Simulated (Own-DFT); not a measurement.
# Response to strain: 4H SiC, 72 atoms (C36Si36)

These are calculations, not measurements. The program, named Own-DFT, is a retired in-house plane-wave density functional code that no person has reviewed. Each row is one single-point run on a periodic cell that was not relaxed, without spin or spin-orbit coupling.

Settings of every run: PBE; PseudoDojo norm-conserving scalar-relativistic files; cutoff 42 hartree; 4 x 4 x 3 k mesh centred on Gamma; Fermi-Dirac smearing of 0.1 eV.

Known limits: forces on such cells passed a denser k mesh, each cell not checked; stress not checked against mesh or cutoff.

Unstrained cell vectors in Å: (9.248, 0.000, 0.000); (-4.624, 8.009, 0.000); (0.000, 0.000, 10.068). The unstrained cell has measured lattice constants (interpolated for alloys), not those of this functional. That, the random moves and any unrelaxed bonds set the pressure at no strain. Each run strains this cell uniformly, with the atoms carried along. Every atom was also moved at random, by a Gaussian of width 0.05 Å on each axis. Strain is the symmetric tensor, in per cent. Stress is positive in tension, and the pressure is minus a third of its trace.

```
run  e_xx (%)  e_yy (%)  e_zz (%)  e_yz (%)  e_xz (%)  e_xy (%)  s_xx (GPa)  s_yy (GPa)  s_zz (GPa)  s_yz (GPa)  s_xz (GPa)  s_xy (GPa)  P (GPa)  E (meV/atom)
  1     -1.85      1.14     -1.51     -1.57      1.28     -0.21      -15.70       -0.19      -18.58       -5.34        5.03       -1.19    11.49          57.3
  2     -1.26      0.54      0.06      1.30     -0.11     -1.88      -11.58       -2.79       -6.91        4.23       -0.11       -9.73     7.09          19.0
  3     -0.63      1.66     -0.76     -0.33     -1.96     -1.53       -6.33        2.56      -11.41       -1.19       -6.55       -7.18     5.06          20.8
  4     -1.40      0.37      1.21      0.13      1.05     -0.80      -12.70       -1.97       -0.91        1.56        4.21       -4.66     5.19          21.7
  5      1.05     -0.18     -0.01      0.46      1.73     -0.97        2.06       -4.25       -8.37        1.67        5.77       -4.98     3.52          11.6
  6      1.34      0.87      1.69      0.13     -0.11      1.62        2.33        2.67        3.68        0.16        0.33        6.73    -2.90           3.7
  7      0.38     -0.23      1.85      1.12     -1.85     -1.90       -2.19       -6.03        4.83        4.15       -6.17       -7.99     1.13          11.1
  8      0.55      0.21      1.78      0.43      0.57      0.79        1.06       -2.51        2.15        1.33        1.45        2.04    -0.23           0.0
  9      0.07     -1.50     -1.88      0.28     -0.30      1.38       -6.43      -14.38      -19.87        2.03       -2.27        5.23    13.56          32.0
 10      0.57     -0.12     -0.35      0.71     -0.81      1.29       -1.47       -6.22       -8.86        3.02       -3.23        5.12     5.52          20.9
 11     -1.86     -1.52      0.36     -1.51      1.76      0.86      -19.36      -16.09       -4.46       -5.92        7.21        4.00    13.30          40.8
 12     -0.72     -0.85      1.23     -0.52     -0.60     -0.58       -8.80       -8.23       -1.84       -1.65       -1.96       -1.75     6.29          13.6
 13      1.85      1.78      0.26      0.89      0.64     -0.73        5.51        5.87       -3.52        3.75        2.28       -2.41    -2.62          17.3
 14     -1.63     -0.16      0.89      0.21     -0.71      0.49      -14.72       -7.89       -1.40        0.93       -2.16        2.50     8.00          25.7
 15     -0.55     -0.59      1.70      1.54      1.33     -1.80       -7.27       -7.49        1.07        5.16        4.98       -8.07     4.56          29.3
 16     -1.15      1.16      1.24     -1.40      1.20     -0.89       -7.24        0.75       -0.82       -5.69        3.62       -4.36     2.44           3.7
 17      1.39      1.53     -0.50      1.11      0.75      1.82           ?           ?           ?           ?           ?           ?        ?             ?
```

E is the free energy for each atom above the lowest run shown.

## Worked fit

Each stress component was fitted by least squares to a constant and the strains of the runs shown, as fractions, with shears doubled. Shear strains stay in the fit of a normal stress only where such slopes are resolved. The slopes, in GPa:

| stress | at no strain | per e_xx | per e_yy | per e_zz | scatter |
|---|---|---|---|---|---|
| s_xx | -5.0 | 568 ± 35 | 105 ± 40 | 51 ± 34 | 1.54 |
| s_yy | -5.1 | 80 ± 23 | 559 ± 27 | 60 ± 23 | 1.02 |
| s_zz | -7.6 | 36 ± 28 | 28 ± 33 | 608 ± 28 | 1.26 |

Each shear stress against twice its own strain: yz 187 ± 11, xz 175 ± 7, xy 210 ± 11 GPa. These are stiffnesses along x, y and z of the frame in which the cell vectors are given, which need not be the crystal's axes. The atoms are held to the strained lattice; where symmetry lets them move under strain, relaxing them would lower some slopes. The table should be nearly symmetric about its diagonal, and what it lacks of that shows the noise. A ninth of its sum, 233 ± 4 GPa, estimates the bulk modulus near the mean pressure of these runs, 5.1 GPa, so it lies above the value at zero pressure.

## Withheld run

Question: what normal stresses and pressure should run 17 give?

The fit gives s_xx = 4.3, s_yy = 4.3, s_zz = -9.7 and P = 0.4 GPa. The calculation gave 3.30, 3.63, -8.11 and P = 0.39 GPa.
